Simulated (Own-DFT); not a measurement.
# How strain changes the stress of 2H SiC, 32 atoms (C16Si16)

Calculated results; nothing here was measured. They come from Own-DFT, an in-house plane-wave density functional program, since retired, whose code no person has reviewed. Each row is one single-point run on a periodic cell that was not relaxed, without spin or spin-orbit coupling.

Settings of every run: PBE; PseudoDojo norm-conserving scalar-relativistic files; cutoff 42 hartree; 5 x 5 x 3 k mesh centred on Gamma; Fermi-Dirac smearing of 0.1 eV.

Known limits: forces on such cells passed a denser k mesh, each cell not checked; stress not checked against mesh or cutoff.

Unstrained cell vectors in Å: (6.165, 0.000, 0.000); (-3.083, 5.339, 0.000); (0.000, 0.000, 10.068). The unstrained cell has measured lattice constants (interpolated for alloys), not those of this functional. That, the random moves and any unrelaxed bonds set the pressure at no strain. Each run strains this cell uniformly, with the atoms carried along. Every atom was also moved at random, by a Gaussian of width 0.05 Å on each axis. Strain is the symmetric tensor, in per cent. Stress is positive in tension, and the pressure is minus a third of its trace.

```
run  e_xx (%)  e_yy (%)  e_zz (%)  e_yz (%)  e_xz (%)  e_xy (%)  s_xx (GPa)  s_yy (GPa)  s_zz (GPa)  s_yz (GPa)  s_xz (GPa)  s_xy (GPa)  P (GPa)  E (meV/atom)
  1     -0.58      1.27      1.82     -0.63     -1.10      1.33       -4.38        1.92        1.60       -3.56       -2.38        7.22     0.29          36.1
  2     -1.05     -0.25      0.92     -1.04      0.58      1.46      -11.34       -6.52       -2.72       -3.30        3.93        5.29     6.86          28.9
  3     -0.40     -0.33     -0.49      1.35     -0.31      1.88       -4.98      -11.39       -7.57        3.11       -1.44        8.71     7.98          16.0
  4      0.95      0.77      0.66     -0.88      0.75      0.71       -0.15        3.82       -3.26       -1.62        1.71        3.36    -0.13           0.0
  5     -0.60     -1.36     -0.79      0.56     -0.92     -0.66       -9.04      -16.63      -13.01        3.43       -3.03       -2.68    12.89          52.3
  6      0.70      1.42     -0.98     -1.71     -0.19     -0.76        0.53        2.84      -10.86       -4.45       -0.40       -2.43     2.50           9.7
  7     -1.67      0.30      0.73      1.80     -0.65      1.10      -17.86       -3.03       -3.16        6.60       -4.04        8.15     8.02          41.5
  8      1.43     -1.13     -1.35      1.26      0.54     -1.88        3.78      -15.64      -16.05        6.72        1.54       -7.72     9.30          56.0
  9     -0.19     -1.81      0.18     -1.09      0.90      0.75       -3.84      -19.68       -8.06       -5.19        2.39        3.78    10.53          50.3
 10      1.70      0.49     -0.33      1.60      1.79      0.34        4.60        0.51      -11.13        4.33        5.79        0.48     2.01          32.8
 11     -1.16     -0.96     -1.25     -1.96     -1.48      1.64      -12.86      -13.93      -15.64       -7.02       -4.78        9.88    14.14          43.1
 12     -0.14      0.49      1.45     -0.14     -0.24     -0.02       -4.67       -0.48       -0.59        0.87       -0.22       -1.68     1.91           9.8
 13     -1.76     -0.67     -1.70      0.02      0.73      0.12      -16.55      -13.26      -17.74       -1.65        2.48       -0.46    15.85          42.2
 14     -1.08      1.03      1.70     -0.48     -0.38      2.00       -7.56        1.96        1.73       -1.44       -0.75        7.74     1.29           3.6
 15      0.54      0.58     -0.69     -0.90      1.47      1.33       -0.31       -1.27      -11.30       -0.75        3.59        3.86     4.29          26.7
 16     -1.72      0.98      0.30     -1.52      0.87      1.86      -14.65        0.60       -5.68       -5.03        3.38        7.71     6.57          24.7
 17      1.49      1.43      0.28     -1.75      0.91      1.23        5.79        3.20       -2.98       -5.07        3.18        2.91    -2.00           3.0
 18      0.85     -0.80     -1.08     -1.06      1.84     -0.09           ?           ?           ?           ?           ?           ?        ?             ?
```

E is the free energy for each atom above the lowest run shown.

## Worked fit

Each stress component was fitted by least squares to a constant and the strains of the runs shown, as fractions, with shears doubled. Shear strains stay in the fit of a normal stress only where such slopes are resolved. The slopes, in GPa:

| stress | at no strain | per e_xx | per e_yy | per e_zz | scatter |
|---|---|---|---|---|---|
| s_xx | -4.2 | 627 ± 41 | 14 ± 53 | 70 ± 50 | 1.81 |
| s_yy | -6.0 | 61 ± 40 | 710 ± 50 | 95 ± 47 | 1.72 |
| s_zz | -7.7 | 1 ± 30 | 93 ± 38 | 510 ± 36 | 1.31 |

Each shear stress against twice its own strain: yz 160 ± 15, xz 164 ± 15, xy 225 ± 22 GPa. These are stiffnesses along x, y and z of the frame in which the cell vectors are given, which need not be the crystal's axes. The atoms are held to the strained lattice; where symmetry lets them move under strain, relaxing them would lower some slopes. The table should be nearly symmetric about its diagonal, and what it lacks of that shows the noise. A ninth of its sum, 242 ± 6 GPa, estimates the bulk modulus near the mean pressure of these runs, 6.0 GPa, so it lies above the value at zero pressure.

## Withheld run

Question: what normal stresses and pressure should run 18 give?

The fit gives s_xx = 0.2, s_yy = -12.2, s_zz = -14.0 and P = 8.6 GPa. The calculation gave -4.03, -5.49, -12.68 and P = 7.40 GPa. This run lies off the fit, by chance or by something that the fit leaves out.
